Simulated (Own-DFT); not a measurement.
# Energy and forces against displacement in beta-Si3N4, 112 atoms (N64Si48)

Calculated results; nothing here was measured. They come from Own-DFT, an in-house plane-wave density functional program, since retired, whose code no person has reviewed. Each row is one single-point run on a periodic cell that was not relaxed, without spin or spin-orbit coupling.

Settings of every run: PBE; PseudoDojo norm-conserving scalar-relativistic files; cutoff 42 hartree; 2 x 2 x 4 k mesh centred on Gamma; Fermi-Dirac smearing of 0.1 eV.

Known limits, some of them of some rows only: some atoms lie very close together; forces on such cells moved up to 12 meV/angstrom on a denser k mesh; stress not checked against mesh or cutoff.

Cell vectors in Å: (15.212, 0.000, 0.000); (-7.606, 13.174, 0.000); (0.000, 0.000, 5.818). In each run every atom was moved at random and independently from its ideal site; u is the rms move along one axis. E is the free energy for each atom above the fitted value at u = 0, and F the rms of the force components.

```
run,u (Å),E (meV/atom),F (eV/Å),largest force (eV/Å),P (GPa)
1,0.0185,18.4,0.796,3.01,5.42
2,0.0199,20.5,0.829,3.20,5.47
3,0.0465,96.2,1.773,7.59,7.77
4,0.0488,104.5,1.919,10.03,7.51
5,0.0523,132.9,2.190,10.43,8.66
6,0.0991,547.4,5.746,32.33,19.88
7,0.1005,?,?,?,?
8,0.1040,542.6,5.689,40.77,19.68
9,0.1417,972.6,8.233,54.21,30.28
```

## Worked fit

For small independent moves the energy grows as E = (3/2) K u², with K the mean stiffness felt by one atom. The runs with u up to 0.11 Å give K = 33.0 ± 1.5 eV/Å², with residuals divided by u² + 0.0006 Å², since the noise grows with the moves. The scatter is 11.9 meV/atom at u = 0.05 Å. The forces follow F = G u with G = 45.8 eV/Å²; no force at u = 0 is resolved. G exceeds K because the moves of its neighbours add to the force on an atom, and stiffness differs between atoms. At u = 0.142 Å the parabola gives 994 meV/atom and the run 973. The pressure follows P = 4.68 + 1453 u² GPa: at fixed volume, shortened bonds push harder than stretched ones pull.

## Withheld run

Question: what energy and rms force should run 7 give?

The fit gives 499 ± 47 meV/atom and about 4.60 eV/Å. The calculation gave 514.8 meV/atom and 4.879 eV/Å.
